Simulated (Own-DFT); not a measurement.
# An alloy series: diamond-structure SiGe

All numbers below are calculated, not measured. The program, named Own-DFT, is a retired in-house plane-wave density functional code that no person has reviewed. Each row is one single-point run on a periodic cell that was not relaxed, without spin or spin-orbit coupling.

Settings of every run: PBE; PseudoDojo norm-conserving scalar-relativistic files; cutoff 42 hartree; 5 x 5 x 5 k mesh centred on Gamma; Fermi-Dirac smearing of 0.1 eV.

Known limits, some of them of some rows only: forces on such cells failed a check on a denser k mesh; forces on such cells moved up to 12 meV/angstrom on a denser k mesh; forces on such cells passed a denser k mesh, each cell not checked; stress not checked against mesh or cutoff.

Each cell has 16 atoms, with Ge and Si placed at random on their shared sites; x is the share of Ge. Lattice constants follow the straight line between measured values of the end members, and atoms start on the ideal sites of that lattice. Every atom was also moved at random, by a Gaussian of width 0.03 Å on each axis. u is the rms move along one axis. dE is the free energy for each Ge or Si site above the straight-line part, a + b x, of the fit below.

| x | cell | u (Å) | volume (Å³/atom) | P (GPa) | dE (meV/site) |
|---|---|---|---|---|---|
| 0.125 | Ge2Si14 | 0.0226 | 20.340 | 2.16 | 6.3 |
| 0.125 | Ge2Si14 | 0.0280 | 20.340 | 2.24 | 14.3 |
| 0.125 | Ge2Si14 | 0.0244 | 20.340 | 2.19 | 7.3 |
| 0.125 | Ge2Si14 | 0.0273 | 20.340 | 2.15 | 8.7 |
| 0.250 | Ge4Si12 | 0.0262 | 20.659 | ? | ? |
| 0.500 | Ge8Si8 | 0.0352 | 21.306 | 2.81 | 29.1 |
| 0.500 | Ge8Si8 | 0.0284 | 21.306 | 2.80 | 29.4 |
| 0.500 | Ge8Si8 | 0.0297 | 21.306 | 2.84 | 31.9 |
| 0.500 | Ge8Si8 | 0.0276 | 21.306 | 2.72 | 21.4 |
| 0.750 | Ge12Si4 | 0.0294 | 21.966 | 3.30 | 18.9 |
| 0.750 | Ge12Si4 | 0.0278 | 21.966 | 3.36 | 24.0 |
| 0.750 | Ge12Si4 | 0.0339 | 21.966 | 3.41 | 29.7 |
| 0.750 | Ge12Si4 | 0.0273 | 21.966 | 3.33 | 20.5 |
| 0.875 | Ge14Si2 | 0.0246 | 22.302 | 3.57 | 8.4 |
| 0.875 | Ge14Si2 | 0.0275 | 22.302 | 3.55 | 4.9 |
| 0.875 | Ge14Si2 | 0.0328 | 22.302 | 3.67 | 14.6 |
| 0.875 | Ge14Si2 | 0.0285 | 22.302 | 3.62 | 12.5 |

## Worked fit

Fit E = a + b x + W x (1 - x) + k (u² - 0.03²) to the rows shown. It gives W = 115 ± 17 meV/site and k = 15 ± 6 eV/Å², with a scatter of 3.6 meV/site. Part of W is bond strain that relaxing the atoms would remove. The pressures follow P = 2.02 + 1.24 x + 0.66 x² GPa, with a scatter of 0.05.

## Withheld member

Question: what pressure and dE should the cell at x = 0.250 give?

The fits give 2.4 GPa and 18 meV/site. The calculation gave 2.37 GPa and 17.1 meV/site.
